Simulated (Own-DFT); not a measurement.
# Computed records: AlN (wurtzite, atoms displaced)

Computed with Own-DFT development build. A calculation, not a measurement: plane-wave PBE density functional theory by an unreviewed code, no spin, of a simulated periodic cell, stress positive in tension, free energy of the whole cell less one offset for each atom, forces on such cells passed a denser k mesh, this cell's mesh not checked; offsets are fitted by least squares, one for each functional and potential file, so energies compare only between cells with the same atoms and settings and are not formation energies; the far tail of each file's local potential was reset to the Coulomb form; each entry is a single point on an unrelaxed cell, so the pressure reflects the starting lattice, mostly measured values (interpolated for alloys), from which strain is counted, and rises with the displacements; printed positions are rounded, which can move forces by about a meV/angstrom; the program, named Own-DFT, is a retired in-house code; no spin-orbit coupling.

Settings shared by all entries: functional PBE; potential files PseudoDojo norm-conserving, scalar-relativistic, standard set; wave cutoff 42 hartree; occupations Fermi-Dirac; smearing width 0.1 eV; k mesh 2 x 2 x 2 centred on Gamma.

(1) AlN (wurtzite, atoms displaced)

```xyz
128
Lattice="12.4480 0.0000 0.0000 -6.2240 10.7803 0.0000 0.0000 0.0000 9.9640" Properties=species:S:1:pos:R:3 AlN
Al    -0.0238     1.7665     9.9502
Al     1.5510     0.8709     2.4971
N      0.0050     1.7504     1.8951
N      1.5710     0.9429     4.4090
Al    -0.0124     1.7984     4.9784
Al     1.5695     0.8711     7.4998
N     -0.0118     1.8147     6.8647
N      1.5626     0.8701     9.3771
Al    -1.5357     4.5034     0.0091
Al    -0.0556     3.6005     2.5205
N     -1.5727     4.4718     1.9004
N     -0.0071     3.5995     4.3918
Al    -1.5732     4.4868     4.9686
Al     0.0103     3.6084     7.4902
N     -1.5686     4.5056     6.8723
N     -0.0227     3.6204     9.3856
Al    -3.1058     7.2255     0.0100
Al    -1.5690     6.2913     2.4704
N     -3.1252     7.2234     1.9031
N     -1.5580     6.3121     4.3648
Al    -3.1004     7.1403     4.9791
Al    -1.5375     6.2890     7.4613
N     -3.1122     7.1758     6.8558
N     -1.5690     6.2655     9.3645
Al    -4.6905     9.8922     0.0005
Al    -3.1209     9.0131     2.4781
N     -4.6640     9.8969     1.9213
N     -3.0969     8.9807     4.4122
Al    -4.7108     9.8599     5.0027
Al    -3.1213     8.9836     7.4415
N     -4.6257     9.9368     6.8850
N     -3.0978     8.9765     9.3623
Al     3.0910     1.7879     0.0026
Al     4.6631     0.9247     2.4836
N      3.1068     1.8393     1.9129
N      4.6874     0.8990     4.3531
Al     3.0919     1.8160     4.9895
Al     4.6688     0.8784     7.4808
N      3.1226     1.7969     6.8621
N      4.6501     0.9098     9.3347
Al     1.5388     4.4807     9.9626
Al     3.1117     3.5974     2.4976
N      1.5512     4.4561     1.9092
N      3.1470     3.5724     4.3861
Al     1.5658     4.5099     4.9754
Al     3.1065     3.5767     7.4770
N      1.5706     4.4695     6.8721
N      3.0864     3.5631     9.3694
Al     0.0015     7.1734     9.9361
Al     1.5574     6.3196     2.5231
N     -0.0115     7.1732     1.9305
N      1.5190     6.2827     4.3979
Al    -0.0105     7.1834     4.9604
Al     1.5887     6.2915     7.4655
N      0.0093     7.1665     6.9329
N      1.5961     6.2686     9.3758
Al    -1.5673     9.9008     9.9632
Al    -0.0397     8.9638     2.4798
N     -1.5717     9.8969     1.8907
N      0.0322     8.9609     4.3707
Al    -1.5464     9.8944     4.9398
Al    -0.0242     8.9808     7.4663
N     -1.5543     9.8463     6.8610
N      0.0017     8.9954     9.3735
Al     6.2128     1.7897     0.0190
Al     7.8009     0.9009     2.4896
N      6.2141     1.8112     1.9308
N      7.7803     0.8776     4.4059
Al     6.2246     1.7764     4.9795
Al     7.7865     0.9002     7.4474
N      6.2176     1.7866     6.8932
N      7.7987     0.9122     9.3721
Al     4.6752     4.5182     0.0424
Al     6.2513     3.5903     2.4623
N      4.6816     4.5099     1.9035
N      6.2146     3.6040     4.4173
Al     4.6491     4.5049     5.0135
Al     6.2309     3.5811     7.4824
N      4.6758     4.4835     6.8873
N      6.1979     3.5836     9.3484
Al     3.1209     7.1587     9.9441
Al     4.6824     6.3020     2.4889
N      3.0797     7.1791     1.8839
N      4.7017     6.2696     4.3898
Al     3.0869     7.2185     4.9776
Al     4.6917     6.2744     7.4678
N      3.1063     7.1979     6.9104
N      4.6388     6.2764     9.3795
Al     1.5493     9.9178     0.0092
Al     3.0817     8.9513     2.4966
N      1.5879     9.9116     1.9148
N      3.1068     8.9765     4.4112
Al     1.5811     9.9129     5.0087
Al     3.1053     8.9802     7.4841
N      1.5810     9.8956     6.9096
N      3.1218     8.9964     9.3877
Al     9.3458     1.7614     9.9615
Al    10.9244     0.8967     2.4571
N      9.3129     1.7763     1.8875
N     10.9140     0.8893     4.4191
Al     9.3331     1.7719     4.9951
Al    10.8611     0.9154     7.4759
N      9.3134     1.8140     6.8833
N     10.9271     0.9163     9.3690
Al     7.7823     4.5111     0.0102
Al     9.3228     3.5955     2.4980
N      7.7762     4.4983     1.9101
N      9.3850     3.6009     4.3829
Al     7.7568     4.4959     4.9722
Al     9.3313     3.5979     7.4701
N      7.7902     4.4605     6.8970
N      9.3451     3.6119     9.3713
Al     6.2100     7.2185     9.9283
Al     7.7689     6.2891     2.5068
N      6.2527     7.1753     1.9078
N      7.7705     6.3162     4.3871
Al     6.2041     7.1827     4.9507
Al     7.7788     6.2970     7.4797
N      6.2090     7.1810     6.8685
N      7.7715     6.3156     9.4030
Al     4.6873     9.8602     0.0153
Al     6.2260     8.9956     2.4731
N      4.6673     9.9049     1.8914
N      6.2206     8.9762     4.3815
Al     4.6649     9.8642     4.9958
Al     6.2487     9.0004     7.4575
N      4.6764     9.9245     6.9073
N      6.1960     8.9978     9.3722
```

Results for AlN (wurtzite, atoms displaced): free energy of cell above offsets -62.401 eV; pressure 3.76 GPa; stress xx -3.73 GPa; stress yy -3.88 GPa; stress zz -3.66 GPa; stress yz -0.05 GPa; stress xz -0.21 GPa; stress xy -0.36 GPa.

Force:
```
element  x (eV/Å)  y (eV/Å)  z (eV/Å)
     Al     0.889     0.966      0.28
     Al     0.355     1.062     0.379
      N      0.06     0.889    -0.118
      N    -0.594    -1.121    -0.324
     Al     0.402     0.273     0.199
     Al    -0.266     1.497    -0.613
      N     0.237    -0.293     0.767
      N    -0.347     0.367     0.093
     Al    -0.779    -0.286    -0.126
     Al     1.124    -0.517    -0.504
      N    -0.162     0.516     0.022
      N     0.055     0.092     0.165
     Al     0.747     0.464     0.352
     Al    -0.376    -0.161    -0.447
      N     0.298    -0.189     -0.01
      N     0.446    -0.796     -0.14
     Al    -0.025    -0.713    -0.097
     Al    -0.197    -0.078       0.1
      N     0.098    -0.444     0.004
      N     0.068    -0.712     0.196
     Al     -0.21     1.024    -0.233
     Al    -0.557     -0.23     0.202
      N    -0.081     0.074      0.52
      N     0.149     0.712     0.257
     Al     0.536     -0.52     0.114
     Al     0.139    -0.384     0.732
      N    -0.231    -0.355    -0.604
      N    -0.585    -0.058    -0.348
     Al     1.179     0.791    -0.579
     Al     0.509    -0.306     0.146
      N    -0.885     -1.39    -0.026
      N    -0.561     0.555    -0.103
     Al     0.269     0.284     0.162
     Al    -0.224    -0.102     0.028
      N    -0.033    -1.044    -0.363
      N    -0.409     0.077     0.606
     Al     0.749    -0.447    -0.192
     Al    -0.068     0.109     -0.74
      N    -0.107    -0.316     0.565
      N      0.18    -0.255     1.014
     Al     0.375    -0.099     0.359
     Al     0.056     0.287    -0.048
      N    -0.368     0.825     0.209
      N      -0.6     0.845     0.188
     Al     -0.07     -0.85     -0.08
     Al     0.299     0.023     0.064
      N    -0.067     0.575     0.071
      N      0.38     0.527     0.211
     Al       0.2     0.071     0.277
     Al    -0.363    -1.167    -0.696
      N     0.114     0.129    -0.864
      N     0.866     0.324     0.188
     Al    -0.174     0.165     0.668
     Al    -0.437    -0.535     0.291
      N     0.206     0.373    -0.942
      N    -0.799      0.14    -0.146
     Al     0.188    -0.146    -0.278
     Al     0.791     0.569    -0.045
      N     0.147      0.15         0
      N    -0.158     0.562     0.404
     Al     0.065    -0.293     0.319
     Al     0.606    -0.017     0.133
      N    -0.019      0.61    -0.042
      N    -0.095    -0.057     0.209
     Al     0.144     0.226    -0.424
     Al     -0.51    -0.075     0.286
      N     0.428    -0.367    -0.591
      N     0.191     0.574    -0.219
     Al    -0.169     0.538       0.1
     Al    -0.334     0.228     0.611
      N      0.07    -0.173    -0.263
      N    -0.542    -0.059    -0.125
     Al    -0.469    -0.886    -0.829
     Al     -0.71      0.32     0.936
      N    -0.044    -0.138     0.258
      N     0.126    -0.323     -0.54
     Al     0.456    -0.502    -0.423
     Al    -0.153    -0.074    -0.338
      N    -0.169     0.139     0.232
      N     0.409     0.311     0.982
     Al    -0.393     0.808     0.227
     Al     -0.22    -0.161    -0.052
      N     0.744     0.032     0.398
      N    -1.242     0.553    -0.019
     Al     0.407    -0.929     0.365
     Al    -0.617    -0.017     0.115
      N     0.546    -0.114    -0.672
      N     0.901     0.303    -0.243
     Al     0.311    -0.561    -0.072
     Al     0.546      0.71    -0.209
      N    -0.956    -0.668    -0.158
      N     0.162     0.253    -0.302
     Al     -0.56    -0.835    -0.195
     Al     0.446     0.303     0.324
      N    -0.541    -0.359    -0.369
      N    -0.163    -0.276     0.022
     Al     0.061     0.993    -0.115
     Al    -0.876     0.037     0.832
      N     0.748     0.491     0.296
      N    -0.587    -0.222    -0.696
     Al     0.343     0.517    -0.312
     Al     0.622     0.362    -0.166
      N     0.264    -0.206    -0.024
      N    -0.944     -0.81    -0.024
     Al    -0.045    -0.374    -0.425
     Al     0.134    -0.375    -0.283
      N     0.242     0.065    -0.079
      N    -1.411    -0.475     0.069
     Al     0.497    -0.091     0.255
     Al     0.311     0.137     0.283
      N    -0.367     0.824    -0.319
      N    -0.123    -0.413     0.281
     Al         0    -0.655     0.658
     Al     0.484     0.158    -0.299
      N     -0.72     0.655    -0.433
      N     0.076    -0.625     0.164
     Al     0.454     0.089     0.407
     Al      0.16    -0.458    -0.055
      N     0.453     0.471     0.143
      N     0.035    -0.018    -0.512
     Al    -0.828     0.724    -0.324
     Al    -0.118     -0.23     0.169
      N    -0.074    -0.901     0.348
      N    -0.298     0.036     0.124
     Al     0.127     0.441     0.007
     Al    -0.384      0.07     0.033
      N    -0.072    -0.902    -0.335
      N     0.806    -0.145    -0.269
```

(2) AlN (wurtzite, atoms displaced)

```xyz
128
Lattice="12.4480 0.0000 0.0000 -6.2240 10.7803 0.0000 0.0000 0.0000 9.9640" Properties=species:S:1:pos:R:3 AlN
Al    -0.0334     1.7977     9.9523
Al     1.5288     0.9060     2.5152
N     -0.0167     1.7949     1.8702
N      1.5967     0.9174     4.4086
Al     0.0038     1.7807     4.9713
Al     1.5652     0.8750     7.4449
N      0.0036     1.8285     6.8745
N      1.5227     0.8926     9.3669
Al    -1.5211     4.5068     9.9510
Al     0.0184     3.6040     2.5060
N     -1.5423     4.5071     1.9264
N     -0.0262     3.5720     4.4046
Al    -1.5846     4.4771     4.9767
Al     0.0152     3.5895     7.4613
N     -1.5401     4.4740     6.8939
N      0.0500     3.5853     9.3737
Al    -3.1015     7.2109     9.9342
Al    -1.5439     6.2842     2.4842
N     -3.0712     7.1687     1.9360
N     -1.5152     6.2749     4.3856
Al    -3.1482     7.2075     4.9775
Al    -1.5619     6.2998     7.4550
N     -3.1164     7.1857     6.8625
N     -1.5266     6.3010     9.3963
Al    -4.6943     9.8907     9.9510
Al    -3.0877     8.9850     2.5054
N     -4.6583     9.8767     1.9117
N     -3.0874     9.0014     4.4051
Al    -4.6825     9.9276     4.9606
Al    -3.1265     8.9781     7.4742
N     -4.6601     9.8601     6.8629
N     -3.1048     8.9805     9.3599
Al     3.1288     1.8573     0.0293
Al     4.6786     0.8740     2.4672
N      3.1109     1.8413     1.8948
N      4.6696     0.8724     4.3901
Al     3.0679     1.7763     4.9892
Al     4.6670     0.9225     7.4512
N      3.0911     1.7977     6.8807
N      4.6826     0.8825     9.3831
Al     1.5404     4.4982     0.0266
Al     3.0945     3.5891     2.4684
N      1.5760     4.5106     1.8948
N      3.0989     3.5723     4.3885
Al     1.5660     4.4730     4.9683
Al     3.1284     3.5665     7.4601
N      1.5516     4.5144     6.8695
N      3.0979     3.5787     9.3939
Al    -0.0069     7.2335     0.0248
Al     1.5606     6.3267     2.5093
N      0.0214     7.1585     1.8949
N      1.5726     6.2982     4.4148
Al    -0.0152     7.1836     4.9757
Al     1.5819     6.2761     7.4508
N     -0.0084     7.1708     6.8706
N      1.5430     6.3195     9.4005
Al    -1.5783     9.8345     9.9536
Al    -0.0131     8.9704     2.4689
N     -1.5281     9.8780     1.9339
N      0.0128     8.9945     4.3999
Al    -1.5813     9.8993     4.9736
Al    -0.0167     8.9770     7.4890
N     -1.5585     9.9196     6.9284
N     -0.0323     8.9627     9.3935
Al     6.2279     1.7945     9.9444
Al     7.7877     0.9000     2.4604
N      6.2438     1.7882     1.8943
N      7.7739     0.9146     4.3941
Al     6.2354     1.8022     4.9969
Al     7.7836     0.9082     7.4444
N      6.1809     1.8083     6.9388
N      7.7682     0.9114     9.3812
Al     4.6772     4.4963     9.9408
Al     6.1702     3.6117     2.4858
N      4.7132     4.4931     1.8876
N      6.2178     3.6096     4.3983
Al     4.6745     4.5113     4.9653
Al     6.2421     3.6156     7.4925
N      4.6284     4.4771     6.8678
N      6.2181     3.5708     9.3671
Al     3.1214     7.1932     9.9573
Al     4.7241     6.2887     2.5092
N      3.1094     7.1662     1.9062
N      4.6522     6.2931     4.3829
Al     3.1379     7.1964     4.9688
Al     4.6905     6.3078     7.4936
N      3.1202     7.1970     6.8734
N      4.6847     6.3095     9.3578
Al     1.5460     9.9010     0.0244
Al     3.1330     9.0090     2.5200
N      1.5905     9.8780     1.8856
N      3.0749     8.9978     4.4041
Al     1.5008     9.8929     4.9996
Al     3.1282     8.9945     7.4379
N      1.5447     9.8852     6.8803
N      3.1459     8.9670     9.3653
Al     9.3496     1.7880     0.0093
Al    10.9070     0.8962     2.4783
N      9.3628     1.7763     1.9157
N     10.9151     0.9103     4.4209
Al     9.3209     1.7891     4.9908
Al    10.8483     0.8758     7.4710
N      9.3611     1.8240     6.8975
N     10.8699     0.9082     9.4026
Al     7.7360     4.5111     0.0096
Al     9.3510     3.6060     2.4956
N      7.7777     4.4841     1.8982
N      9.3417     3.5982     4.4156
Al     7.7889     4.4896     5.0002
Al     9.3533     3.5824     7.4681
N      7.7675     4.4711     6.8972
N      9.3018     3.5734     9.3840
Al     6.2403     7.1682     0.0154
Al     7.7748     6.3226     2.4619
N      6.2471     7.1760     1.9112
N      7.7909     6.2941     4.4050
Al     6.2200     7.2093     4.9498
Al     7.7796     6.2733     7.4773
N      6.2481     7.1784     6.8692
N      7.7744     6.3268     9.4003
Al     4.6574     9.8991     9.9346
Al     6.2384     9.0396     2.4972
N      4.6386     9.8755     1.8714
N      6.2263     8.9996     4.3829
Al     4.6765     9.8766     4.9862
Al     6.2108     8.9899     7.4949
N      4.6624     9.8696     6.8920
N      6.1939     8.9820     9.3990
```

It finds free energy of cell above offsets -62.221 eV; pressure 3.77 GPa; stress xx -4.17 GPa; stress yy -4.04 GPa; stress zz -3.1 GPa; stress yz 0.19 GPa; stress xz -0.21 GPa; stress xy -0.24 GPa.

Force:
```
element  x (eV/Å)  y (eV/Å)  z (eV/Å)
     Al     0.703     0.038    -0.211
     Al      0.65     0.261    -0.832
      N     0.391     0.115     0.712
      N    -1.443    -0.478    -0.611
     Al    -0.011     0.614     0.558
     Al    -0.494     0.423     0.659
      N    -0.203    -1.202       0.1
      N     0.563     0.165     0.016
     Al    -0.533    -0.426     0.201
     Al    -0.182    -0.016    -0.159
      N      0.08    -0.451    -0.556
      N     0.512     0.141    -0.273
     Al     0.797     0.388     0.293
     Al     0.176     0.309     0.148
      N    -0.411      0.42    -0.051
      N    -0.973     0.085    -0.067
     Al     0.227    -0.586     0.804
     Al     0.319    -0.087     0.378
      N    -0.644     0.755    -0.799
      N     -1.13     0.158     0.135
     Al     1.068    -0.328    -0.236
     Al     0.334    -0.392     0.258
      N    -0.111    -0.057       0.5
      N    -0.597     0.057    -0.536
     Al     0.339     0.068     0.153
     Al    -0.094    -0.212    -0.015
      N     0.256     0.348    -0.042
      N    -0.961    -0.083    -0.178
     Al     0.555    -0.975     0.341
     Al     0.469     0.148     -0.34
      N    -0.505      0.23     0.082
      N    -0.803     0.034     0.222
     Al    -0.343    -1.664    -0.627
     Al    -0.018     0.809     0.311
      N    -0.109    -1.201     0.447
      N    -0.165     0.834    -0.011
     Al     1.803     0.801      0.02
     Al    -0.541    -0.333      0.91
      N     0.217     -0.28    -0.133
      N    -0.602     0.139     0.086
     Al     0.484     0.508    -0.481
     Al     0.582      0.68     0.471
      N    -0.439    -0.049     0.534
      N     0.371     0.142    -0.221
     Al    -0.387     0.435     0.153
     Al    -0.827     0.552     0.294
      N     0.389    -0.721     0.111
      N     0.332     1.003    -0.513
     Al     0.472    -1.133    -0.292
     Al     0.336    -0.669     0.052
      N    -0.475     0.742      0.34
      N    -0.164    -0.175    -0.267
     Al     0.584     0.127     0.161
     Al     -0.47     0.452     0.499
      N     0.184     0.446     0.253
      N      0.25     -0.41    -0.555
     Al     0.336     1.245     0.244
     Al     0.931    -0.058     0.577
      N    -0.693    -0.258    -0.883
      N    -0.819    -0.266    -0.363
     Al     0.888    -0.314      0.65
     Al     0.113    -0.088    -0.209
      N    -0.201    -0.732    -0.744
      N     0.617      0.78     -0.16
     Al    -0.188    -0.234     0.307
     Al     0.048    -0.003     0.408
      N    -0.432     0.273     0.018
      N     0.065    -0.205     0.045
     Al    -0.667     0.145    -0.044
     Al    -0.301     0.025     0.694
      N     1.182     0.277     -1.04
      N     0.512    -0.333    -0.343
     Al    -0.302    -0.001     0.137
     Al     1.598    -0.834     0.266
      N    -1.316     0.427    -0.149
      N     0.159    -0.167     -0.02
     Al    -0.492    -0.526     0.314
     Al    -0.921    -0.364    -0.349
      N     1.003     0.566     0.335
      N    -0.076     0.718     0.116
     Al    -0.227    -0.078     0.313
     Al    -1.153    -0.009    -0.567
      N     0.823     0.575      0.15
      N     0.726     0.176     0.081
     Al    -0.769     0.013     0.234
     Al    -0.428    -0.358    -0.763
      N     0.363    -0.022     0.017
      N     0.056    -0.478     0.443
     Al     0.352    -0.461    -0.792
     Al    -0.464    -0.836    -0.448
      N    -0.662    -0.027     0.498
      N     0.678     0.225     0.193
     Al     0.717     0.035    -0.267
     Al    -0.755    -0.486     0.646
      N      0.07     0.101     0.301
      N    -0.831     0.599    -0.314
     Al    -0.753     0.345     0.169
     Al    -0.292    -0.125     0.343
      N    -0.242     0.514     0.006
      N     -0.44    -0.574    -0.543
     Al     0.457     0.189    -0.203
     Al     1.133     0.644      0.16
      N    -0.741    -0.737    -0.436
      N     0.214    -0.229    -0.871
     Al     0.793    -0.442     0.026
     Al    -0.271    -0.229    -0.137
      N    -0.169      0.32     0.272
      N    -0.494    -0.327    -0.298
     Al    -0.273     0.154    -0.374
     Al    -0.098      0.48      0.56
      N     0.541     0.378    -0.049
      N     0.599     0.672    -0.025
     Al    -0.599     0.712     0.021
     Al     0.784    -0.971     0.621
      N    -0.259     0.969    -0.026
      N    -0.478    -0.048    -0.433
     Al     0.217    -0.492     0.469
     Al     0.126     0.221    -0.081
      N    -0.322      0.35     0.041
      N     0.331    -0.617    -0.524
     Al    -0.187    -0.353      0.48
     Al    -0.594    -0.883    -0.542
      N     0.949     0.317     0.496
      N    -0.027     0.171     0.007
     Al    -0.556     0.236    -0.094
     Al     0.385    -0.396    -0.172
      N     0.371     0.323    -0.284
      N     0.547    -0.113    -0.309
```
